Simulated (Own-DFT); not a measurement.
# Computed records: Al3GaN4 (wurtzite random alloy, strained, atoms displaced), AlGa3N4 (wurtzite random alloy, strained, atoms displaced)

Computed with Own-DFT development build. A calculation, not a measurement: plane-wave PBE density functional theory by an unreviewed code, no spin, of a simulated periodic cell, stress positive in tension, free energy of the whole cell less one offset for each atom, forces on such cells passed a denser k mesh, this cell's mesh not checked; offsets are fitted by least squares, one for each functional and potential file, so energies compare only between cells with the same atoms and settings and are not formation energies; the far tail of each file's local potential was reset to the Coulomb form; each entry is a single point on an unrelaxed cell, so the pressure reflects the starting lattice, mostly measured values, from which strain is counted, and rises with the displacements; printed positions are rounded, which can move forces by about a meV/angstrom; the program is a retired in-house code; no spin-orbit coupling.

Common to all runs: functional PBE; potential files PseudoDojo norm-conserving, scalar-relativistic, standard set with the stringent files for Ga; wave cutoff 96 hartree; occupations Gaussian; smearing width 0.01 eV; k mesh 4 x 4 x 3 centred on Gamma.

(1) Al3GaN4 (wurtzite random alloy, strained, atoms displaced)

```
cell vectors (Å)
   9.3938    -0.0235     0.0000
  -4.7172     8.1470     0.0000
   0.0000     0.0000    10.0655
atoms (fractions of the cell vectors)
Al  0.10787  0.22184  0.99296
Ga  0.22111  0.11521  0.24424
N   0.10916  0.23029  0.18312
N   0.22865  0.10741  0.43452
Ga  0.10283  0.21515  0.50686
Al  0.21650  0.10593  0.74736
N   0.11708  0.22352  0.69152
N   0.21696  0.10368  0.94303
Al  0.11233  0.54600  0.00477
Al  0.22552  0.44652  0.25130
N   0.11313  0.56220  0.19470
N   0.22918  0.44729  0.43500
Al  0.10190  0.55942  0.49803
Al  0.21736  0.44078  0.75169
N   0.12347  0.55935  0.69489
N   0.21775  0.44487  0.94422
Al  0.09783  0.88639  0.00248
Ga  0.21560  0.76625  0.25241
N   0.11693  0.89712  0.19261
N   0.23437  0.78414  0.43698
Al  0.11235  0.89193  0.50714
Ga  0.23697  0.77844  0.74565
N   0.11844  0.90309  0.69854
N   0.21929  0.77785  0.92878
Al  0.43808  0.22474  0.00392
Al  0.55960  0.11266  0.24364
N   0.43847  0.21645  0.18971
N   0.55087  0.11078  0.43637
Al  0.43631  0.22020  0.49401
Al  0.55331  0.10260  0.75094
N   0.44875  0.22653  0.68207
N   0.55979  0.11103  0.94191
Ga  0.45230  0.55435  0.99010
Al  0.56354  0.44552  0.25061
N   0.43801  0.54843  0.19600
N   0.55329  0.44295  0.43883
Al  0.46318  0.56044  0.50666
Al  0.55655  0.44325  0.75969
N   0.44345  0.55782  0.69278
N   0.56359  0.44540  0.93490
Al  0.45402  0.89402  0.99825
Al  0.53896  0.77973  0.23855
N   0.44554  0.88769  0.19272
N   0.55957  0.76818  0.43809
Al  0.44944  0.88721  0.50411
Al  0.55748  0.77750  0.74159
N   0.44235  0.88097  0.69991
N   0.56001  0.78604  0.94522
Ga  0.78114  0.22308  0.98995
Al  0.89226  0.11188  0.24673
N   0.77502  0.21623  0.19595
N   0.89913  0.11560  0.44051
Al  0.76798  0.22660  0.50284
Ga  0.88223  0.10857  0.75556
N   0.77608  0.22468  0.69575
N   0.89434  0.11694  0.93959
Ga  0.77703  0.56507  0.99124
Al  0.88357  0.45241  0.24832
N   0.77115  0.55210  0.19984
N   0.88389  0.44037  0.42946
Ga  0.77148  0.55893  0.49815
Al  0.88683  0.44940  0.74365
N   0.78245  0.55149  0.68689
N   0.89701  0.44151  0.93969
Al  0.77617  0.88707  0.00061
Al  0.88672  0.78172  0.25156
N   0.76345  0.88343  0.19510
N   0.88525  0.77733  0.44367
Al  0.76639  0.88095  0.50943
Al  0.89011  0.78101  0.75147
N   0.77136  0.88147  0.68491
N   0.89089  0.77727  0.94343
```

It finds free energy of cell above offsets -20.791 eV; pressure 7.02 GPa; stress xx -7.53 GPa; stress yy -7.68 GPa; stress zz -5.86 GPa; stress yz -0.46 GPa; stress xz -0.85 GPa; stress xy -2.29 GPa.

Force:
```csv
element,x (eV/Å),y (eV/Å),z (eV/Å)
Al,1.265,0.414,1.229
Ga,-0.876,0.393,0.89
N,-0.134,-0.53,-0.306
N,-1.652,-0.633,1.155
Ga,2.21,2.014,-1.483
Al,1.311,3.023,1.299
N,-0.653,-0.2,1.729
N,-0.382,1.349,-0.734
Al,-1.297,2.53,-0.246
Al,-0.8,-0.615,0.366
N,-0.304,-3.633,-1.623
N,-0.509,0.498,1.668
Al,2.443,-0.647,-0.212
Al,0.726,0.408,-0.068
N,-2.308,-1.74,-2.091
N,1.535,-0.905,-1.499
Al,3.683,0.384,0.263
Ga,-0.13,3.662,-0.162
N,-1.598,-2.529,-1.118
N,-1.553,-0.647,2.762
Al,0.324,0.005,-1.149
Ga,-4.124,-1.028,1.389
N,-0.672,-3.516,-1.966
N,0.295,-0.059,3.675
Al,1.073,-1.17,-0.471
Al,-0.904,-0.711,0.888
N,1.955,1.928,-0.629
N,0.539,-0.352,0.696
Al,1.397,0.491,0.472
Al,-1.098,1.429,0.09
N,-0.154,-0.714,1.609
N,-1.926,-0.018,-0.783
Ga,-1.907,0.489,2.063
Al,-2.99,-0.993,0.502
N,1.409,1.035,-1.429
N,-0.106,-0.85,-0.284
Al,-2.917,-1.515,-1.207
Al,-0.058,-0.487,-3.861
N,1.049,-0.65,0.797
N,-1.032,-1.621,1.094
Al,-2.405,-0.735,0.513
Al,3.77,-2.43,2.179
N,-2.145,1.727,-1.815
N,-1.596,1.545,0.317
Al,0.101,0.099,-1.096
Al,-0.382,-0.717,1.933
N,3.457,2.969,-2.86
N,0.889,-0.578,-1.842
Ga,-0.617,0.201,2.345
Al,-0.605,-0.077,0.988
N,0.381,1.537,-0.933
N,-3.588,-2.139,-0.31
Al,1.488,-0.661,-1.009
Ga,0.901,0.358,-1.654
N,-0.479,-0.047,-1.124
N,0.527,-2.382,0.613
Ga,2.642,-2.313,2.328
Al,1.954,-1.874,-0.621
N,0.766,2.1,-1.91
N,0.14,0.618,2.121
Ga,1.199,-0.89,-0.33
Al,2.496,-0.488,1.539
N,-1.881,1.608,1.627
N,-1.154,1.681,-0.907
Al,-0.021,0.85,1.087
Al,-0.117,0.1,0.46
N,1.565,0.661,-1.263
N,0.616,1.627,-0.159
Al,1.452,1.754,-3.601
Al,0.815,-0.379,-0.653
N,0.755,0.234,2.366
N,-2.053,1.753,-1.637
```

(2) AlGa3N4 (wurtzite random alloy, strained, atoms displaced)

```
cell vectors (Å)
   9.5092     0.0000     0.0000
  -4.7546     8.2353     0.0000
   0.0000     0.0000    10.5509
atoms (fractions of the cell vectors)
Ga  0.10625  0.21787  0.00565
Ga  0.21450  0.10760  0.24761
N   0.11818  0.23080  0.18403
N   0.21116  0.10055  0.43775
Ga  0.10453  0.21682  0.49823
Ga  0.21694  0.11520  0.75056
N   0.11769  0.22784  0.69212
N   0.22833  0.11468  0.93813
Ga  0.11199  0.55843  0.99649
Ga  0.22782  0.44898  0.23935
N   0.09867  0.54841  0.17822
N   0.22266  0.44364  0.44531
Ga  0.10320  0.54915  0.50275
Ga  0.23006  0.44436  0.75076
N   0.11036  0.55033  0.68259
N   0.22029  0.44217  0.94122
Al  0.11182  0.88153  0.99819
Al  0.21757  0.77629  0.24810
N   0.10823  0.88279  0.18789
N   0.23127  0.78382  0.43801
Al  0.11296  0.88661  0.49850
Ga  0.22434  0.77606  0.74917
N   0.11316  0.88959  0.69326
N   0.22426  0.78085  0.93722
Al  0.45558  0.22621  0.99470
Ga  0.55492  0.12102  0.24584
N   0.44264  0.22872  0.18981
N   0.54582  0.12179  0.43368
Ga  0.44187  0.21793  0.50686
Ga  0.55356  0.10504  0.75467
N   0.44384  0.22214  0.69077
N   0.55828  0.11692  0.94718
Ga  0.44883  0.55917  0.00380
Al  0.55123  0.45182  0.24389
N   0.44080  0.54775  0.18867
N   0.56579  0.45602  0.43632
Ga  0.44893  0.55465  0.50151
Ga  0.55515  0.44851  0.75628
N   0.44771  0.56269  0.69340
N   0.55253  0.44217  0.94462
Ga  0.44320  0.88569  0.00419
Ga  0.56234  0.77921  0.24843
N   0.43972  0.88173  0.19505
N   0.55760  0.78557  0.44235
Al  0.44081  0.88741  0.48666
Al  0.56016  0.78470  0.75689
N   0.45589  0.89880  0.68860
N   0.55128  0.76818  0.93550
Ga  0.78708  0.22788  0.00560
Ga  0.88975  0.12210  0.24899
N   0.77832  0.21515  0.18950
N   0.88933  0.11599  0.44187
Al  0.77796  0.21505  0.49850
Al  0.89269  0.11151  0.74600
N   0.77503  0.22219  0.68037
N   0.88329  0.11538  0.93738
Ga  0.77312  0.54983  0.99698
Ga  0.89319  0.44705  0.25487
N   0.76601  0.55399  0.19432
N   0.88541  0.43990  0.44165
Ga  0.78665  0.55812  0.50834
Ga  0.89621  0.45150  0.75776
N   0.77683  0.55836  0.69156
N   0.88780  0.44272  0.93513
Ga  0.77975  0.89184  0.99454
Ga  0.88032  0.77269  0.24939
N   0.77787  0.89148  0.18468
N   0.88774  0.78028  0.43812
Ga  0.78229  0.88645  0.50324
Ga  0.87829  0.76755  0.74904
N   0.78794  0.89272  0.68279
N   0.89226  0.77723  0.94514
```

The calculation gives: free energy of cell above offsets -10.792 eV; pressure 1.44 GPa; stress xx -5.12 GPa; stress yy -3.27 GPa; stress zz 4.07 GPa; stress yz -0.25 GPa; stress xz 0.38 GPa; stress xy 0.98 GPa.

Force:
```csv
element,x (eV/Å),y (eV/Å),z (eV/Å)
Ga,0.823,0.194,-1.522
Ga,0.891,0.095,0.446
N,-0.899,-1.227,0.961
N,0.336,0.433,0.132
Ga,1.148,0.873,0.595
Ga,1.527,-0.88,0.672
N,-1.812,-0.833,-0.775
N,0.156,-0.884,0.831
Ga,0.204,-0.329,-0.2
Ga,-1.519,-0.138,1.942
N,1.21,1.665,1.353
N,-0.044,0.064,-1.379
Ga,1.17,0.662,-0.659
Ga,-0.89,0.426,0.488
N,0.07,0.693,1.501
N,0.221,0.329,-0.275
Al,-0.523,1.528,0.302
Al,0.354,-0.283,0.428
N,0.168,-0.124,-0.83
N,-1.906,-1.117,-0.86
Al,-0.307,-0.064,0.525
Ga,0.271,0.479,-0.446
N,-0.419,-0.55,-1.461
N,-0.133,-0.228,0.041
Al,-2.219,-0.615,1.415
Ga,-0.237,-0.803,0.725
N,-0.047,0.386,-1.378
N,3.442,-1.964,0.044
Ga,-1.438,1.54,-0.458
Ga,-0.002,1.842,0.038
N,-0.049,0.352,0.519
N,0.738,-0.702,-0.576
Ga,-0.751,-1.334,-0.168
Al,1.354,-1.761,1.991
N,0.283,2.01,-0.566
N,-0.275,-1.032,-0.383
Ga,-0.436,0.456,0.192
Ga,-0.083,-0.769,-0.518
N,0.636,0.915,-0.104
N,0.265,-0.136,-0.775
Ga,0.17,0.55,0.258
Ga,-0.74,-0.147,1.022
N,-0.56,0.277,-0.711
N,0.19,-0.32,-0.692
Al,0.945,1.618,1.436
Al,-0.093,-0.254,-1.686
N,0.063,-2.393,-0.842
N,0.05,1.766,-0.19
Ga,-1.204,-0.388,-0.224
Ga,2.115,-1.703,1.019
N,-1.818,1.882,-0.419
N,-0.565,-0.848,-1.006
Al,-2.008,0.714,0.441
Al,-0.634,0.748,0.073
N,1.148,-0.111,0.825
N,1.348,-0.753,-1.409
Ga,0.292,0.808,1.325
Ga,-1.603,-0.489,0.028
N,1.107,-0.715,-1.17
N,0.267,-0.555,-0.382
Ga,-1.272,-0.284,-1.082
Ga,-0.33,-1.316,-1.9
N,0.491,-1.455,0.065
N,-0.026,0.468,0.932
Ga,0.022,-0.241,0.765
Ga,0.492,0.698,0.248
N,0.339,0.535,-0.079
N,1.82,-0.21,0.114
Ga,-1.123,0.471,-0.742
Ga,1.306,2.3,0.988
N,-1.49,0.216,2.125
N,0.024,-0.033,-0.942
```

(3) AlGa3N4 (wurtzite random alloy, strained, atoms displaced)

```
cell vectors (Å)
   9.5092     0.0000     0.0000
  -4.7546     8.2353     0.0000
   0.0000     0.0000    10.5509
atoms (fractions of the cell vectors)
Ga  0.12583  0.22742  0.00468
Ga  0.21186  0.11515  0.24460
N   0.11567  0.21818  0.19911
N   0.22411  0.11128  0.44080
Al  0.11086  0.22348  0.49752
Ga  0.23139  0.11752  0.75155
N   0.12165  0.22038  0.68529
N   0.22016  0.10533  0.94466
Ga  0.11328  0.54778  0.99820
Al  0.21574  0.44071  0.25973
N   0.10607  0.55665  0.18885
N   0.21774  0.43633  0.44087
Al  0.10861  0.55609  0.49836
Ga  0.21661  0.44542  0.75336
N   0.12151  0.56183  0.68841
N   0.23640  0.46110  0.93715
Ga  0.11300  0.89337  0.00168
Ga  0.22010  0.76728  0.24752
N   0.10581  0.88663  0.19647
N   0.22623  0.77027  0.43848
Al  0.10687  0.88262  0.50048
Al  0.22505  0.78530  0.75321
N   0.11247  0.89964  0.69546
N   0.23393  0.77232  0.93800
Ga  0.44305  0.22455  0.00216
Ga  0.55081  0.10267  0.25445
N   0.45101  0.22702  0.19112
N   0.55735  0.10791  0.44120
Ga  0.44053  0.23335  0.50171
Ga  0.55450  0.10423  0.75096
N   0.45059  0.22734  0.68720
N   0.55173  0.12180  0.94300
Ga  0.44619  0.55727  0.00432
Ga  0.56322  0.45140  0.25028
N   0.44300  0.55103  0.19200
N   0.55637  0.45196  0.43558
Ga  0.44189  0.55370  0.50197
Ga  0.56776  0.45345  0.74896
N   0.44055  0.55539  0.69106
N   0.53893  0.43680  0.93829
Ga  0.43808  0.88753  0.00027
Ga  0.56212  0.78000  0.25365
N   0.45209  0.88841  0.19355
N   0.56069  0.78953  0.43562
Ga  0.43885  0.88812  0.50307
Ga  0.55146  0.77669  0.75104
N   0.44901  0.89041  0.69266
N   0.55596  0.78290  0.93376
Ga  0.78962  0.23188  0.99366
Ga  0.89219  0.11363  0.24804
N   0.77472  0.22776  0.19814
N   0.87990  0.10227  0.44055
Ga  0.77710  0.22491  0.50284
Ga  0.88602  0.10300  0.75878
N   0.78118  0.22673  0.69046
N   0.88571  0.11293  0.93801
Ga  0.76759  0.54793  0.00502
Ga  0.89532  0.44292  0.25194
N   0.78324  0.56179  0.18850
N   0.88668  0.43759  0.43946
Al  0.78219  0.56798  0.49602
Al  0.89445  0.44601  0.74567
N   0.78116  0.55311  0.69678
N   0.88100  0.43646  0.92899
Ga  0.78193  0.89167  0.00180
Ga  0.88817  0.78439  0.24486
N   0.78276  0.88792  0.18850
N   0.89332  0.77533  0.43990
Al  0.78048  0.89857  0.48827
Al  0.88223  0.77827  0.74940
N   0.77738  0.89475  0.68222
N   0.88304  0.77422  0.94166
```

It finds free energy of cell above offsets -9.419 eV; pressure 2.01 GPa; stress xx -4.24 GPa; stress yy -6.31 GPa; stress zz 4.51 GPa; stress yz 0.29 GPa; stress xz -0.43 GPa; stress xy 0.64 GPa.

Force:
```csv
element,x (eV/Å),y (eV/Å),z (eV/Å)
Ga,-1.413,0.296,-0.398
Ga,5.61,-2.152,2.541
N,-3.983,3.517,-2.301
N,-1.431,-0.868,-0.166
Al,0.117,-1.481,0.931
Ga,0.007,0.247,0.16
N,-1.939,0.703,-0.069
N,-0.135,1.113,-0.865
Ga,-1.753,0.873,0.277
Al,0.927,0.661,-0.743
N,2.232,-1.635,-0.586
N,-1.117,0.813,-0.595
Al,0.588,-0.647,0.719
Ga,1.385,-0.751,-0.649
N,-2.15,0.573,-0.669
N,-0.421,-2.705,0.261
Ga,0.209,-2.218,0.502
Ga,-0.052,2.271,0.797
N,1.434,0.521,-1.294
N,-2.115,-0.189,0.237
Al,0.845,1.329,0.186
Al,0.153,-0.392,-0.228
N,0.518,-2.514,-0.933
N,-3.193,-0.239,-0.929
Ga,0.086,-0.151,1.116
Ga,-0.398,1.246,0.402
N,-0.867,-0.594,-0.121
N,-1.218,0.66,0.114
Ga,1.475,-1.063,-0.201
Ga,-0.147,1.893,0.48
N,0.237,0.021,0.303
N,1.855,-1.492,-0.792
Ga,0.415,1.282,0.259
Ga,-0.102,-0.944,0.126
N,-1.421,0.265,0.105
N,1.281,0.552,0.711
Ga,-0.171,1.152,0.232
Ga,-1.748,-1.285,0.631
N,0.655,-0.043,-0.587
N,1.329,1.268,-0.342
Ga,2.104,1.676,0.926
Ga,-0.444,-0.651,-0.218
N,-1.125,-0.846,-1.194
N,0.684,-1.217,0.82
Ga,1.012,0.653,0.221
Ga,0.925,-0.023,-0.22
N,-1.837,-0.831,-0.587
N,0.647,-0.091,1.202
Ga,-2.011,-1.705,1.665
Ga,-1.359,-0.197,0.828
N,1.364,-1.021,-1.73
N,1.55,2.682,-0.873
Ga,-0.033,-1.207,0.409
Ga,0.317,1.277,-1.907
N,0.465,0.093,0.237
N,1.826,0.096,1.059
Ga,0.317,0.19,-0.796
Ga,-1.917,0.262,0.589
N,0.274,-0.543,0.161
N,-0.256,2.524,0.453
Al,0.153,-2.275,0.738
Al,-0.011,-0.133,0.224
N,0.981,1.858,-1.928
N,0.669,2.424,-0.02
Ga,-0.942,-0.411,-0.236
Ga,1.299,-1.445,1.24
N,-1.472,1.166,-0.487
N,-0.981,1.208,-0.079
Al,0.245,-2.372,2.083
Al,0.503,0.452,0.26
N,0.793,-1.522,-0.244
N,0.676,0.037,-1.22
```
